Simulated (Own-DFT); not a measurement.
# How strain changes the stress of 4H SiC, 72 atoms (C36Si36)

These are calculations, not measurements. They come from Own-DFT, an in-house plane-wave density functional program, since retired, whose code no person has reviewed. Each row is one single-point run on a periodic cell that was not relaxed, without spin or spin-orbit coupling.

Settings of every run: PBE; PseudoDojo norm-conserving scalar-relativistic files; cutoff 42 hartree; 4 x 4 x 3 k mesh centred on Gamma; Fermi-Dirac smearing of 0.1 eV.

Known limits: forces on such cells passed a denser k mesh, each cell not checked; stress not checked against mesh or cutoff.

Unstrained cell vectors in Å: (9.248, 0.000, 0.000); (-4.624, 8.009, 0.000); (0.000, 0.000, 10.068). The unstrained cell has measured lattice constants (interpolated for alloys), not those of this functional. That, the random moves and any unrelaxed bonds set the pressure at no strain. Each run strains this cell uniformly, with the atoms carried along. Every atom was also moved at random, by a Gaussian of width 0.05 Å on each axis. Strain is the symmetric tensor, in per cent. Stress is positive in tension, and the pressure is minus a third of its trace.

```
run  e_xx (%)  e_yy (%)  e_zz (%)  e_yz (%)  e_xz (%)  e_xy (%)  s_xx (GPa)  s_yy (GPa)  s_zz (GPa)  s_yz (GPa)  s_xz (GPa)  s_xy (GPa)  P (GPa)  E (meV/atom)
  1      0.67      1.61     -1.16      0.68      1.33      0.73       -2.33        4.13      -11.24        2.10        5.31        3.25     3.15          23.1
  2      0.70     -0.42      1.27      1.61     -0.80      0.43        0.10       -6.76        1.40        5.75       -2.50        2.77     1.75          10.5
  3      0.64      0.09      1.77      0.80      0.84     -0.30       -0.15       -2.91        3.42        3.20        2.51       -0.65    -0.12           9.3
  4      0.44     -1.28      1.08      1.46     -0.54     -0.88       -2.63      -12.27       -0.83        6.33       -1.33       -4.22     5.24          31.1
  5      1.43     -1.05     -0.48     -0.10      1.63      1.98        1.91       -9.97       -9.72       -0.83        5.99        9.48     5.92          29.2
  6      1.27      1.54      1.60     -0.79      0.44      0.65        2.27        5.45        3.22       -2.77        1.87        3.80    -3.65          16.4
  7     -0.34      0.91      0.68      0.55      1.58     -0.36       -5.31        1.97       -4.04        2.06        5.32       -1.59     2.46          10.8
  8      0.74      0.28      1.86      0.04     -0.36     -1.57       -0.90       -2.27        5.46       -0.20       -1.19       -6.73    -0.76           4.9
  9     -1.16     -0.39      0.78     -1.96      0.11     -1.72      -12.61       -8.53       -2.14       -6.00        0.46       -9.53     7.76          42.9
 10     -1.50     -0.47     -1.40      1.00      0.30      0.09      -16.30       -9.07      -14.37        3.55        0.48       -1.14    13.24          28.0
 11      0.61     -1.19      0.70      1.03     -1.83      0.46       -1.44      -10.32       -2.82        2.34       -6.21        2.26     4.86          13.7
 12     -1.18     -0.22      0.35      0.23      1.46     -1.39      -11.89       -7.22       -4.77        2.11        5.59       -6.57     7.96          35.9
 13     -0.90     -1.24     -1.09      1.18     -0.10      1.05      -11.24      -13.69      -14.65        4.48       -0.80        5.67    13.20          31.0
 14     -0.36     -1.89      1.54     -0.64     -1.80      1.24       -8.29      -17.10        2.36       -1.48       -6.59        5.62     7.67          38.0
 15     -1.81      1.32      1.91      0.71     -0.81     -0.12      -13.16        2.34        4.75        2.87       -1.78       -0.05     2.02           0.0
 16      1.56     -1.01      2.00     -1.28     -1.41     -0.14        3.78       -6.32        3.41       -3.89       -3.92       -0.83    -0.29          14.9
 17      0.68      0.10      1.18      0.90     -1.87      0.30           ?           ?           ?           ?           ?           ?        ?             ?
```

E is the free energy for each atom above the lowest run shown.

## Worked fit

Each stress component was fitted by least squares to a constant and the strains of the runs shown, as fractions, with shears doubled. Shear strains stay in the fit of a normal stress only where such slopes are resolved. The slopes, in GPa:

| stress | at no strain | per e_xx | per e_yy | per e_zz | scatter |
|---|---|---|---|---|---|
| s_xx | -5.6 | 559 ± 22 | 42 ± 22 | 72 ± 21 | 0.91 |
| s_yy | -4.9 | 99 ± 25 | 594 ± 24 | 45 ± 23 | 1.01 |
| s_zz | -6.5 | 12 ± 23 | 47 ± 23 | 570 ± 22 | 0.95 |

Each shear stress against twice its own strain: yz 172 ± 8, xz 167 ± 9, xy 249 ± 8 GPa. These are stiffnesses along x, y and z of the frame in which the cell vectors are given, which need not be the crystal's axes. The atoms are held to the strained lattice; where symmetry lets them move under strain, relaxing them would lower some slopes. The table should be nearly symmetric about its diagonal, and what it lacks of that shows the noise. A ninth of its sum, 227 ± 4 GPa, estimates the bulk modulus near the mean pressure of these runs, 4.4 GPa, so it lies above the value at zero pressure.

## Withheld run

Question: what normal stresses and pressure should run 17 give?

The fit gives s_xx = -0.9, s_yy = -3.1, s_zz = 0.3 and P = 1.2 GPa. The calculation gave 0.60, -3.66, 0.89 and P = 0.73 GPa.
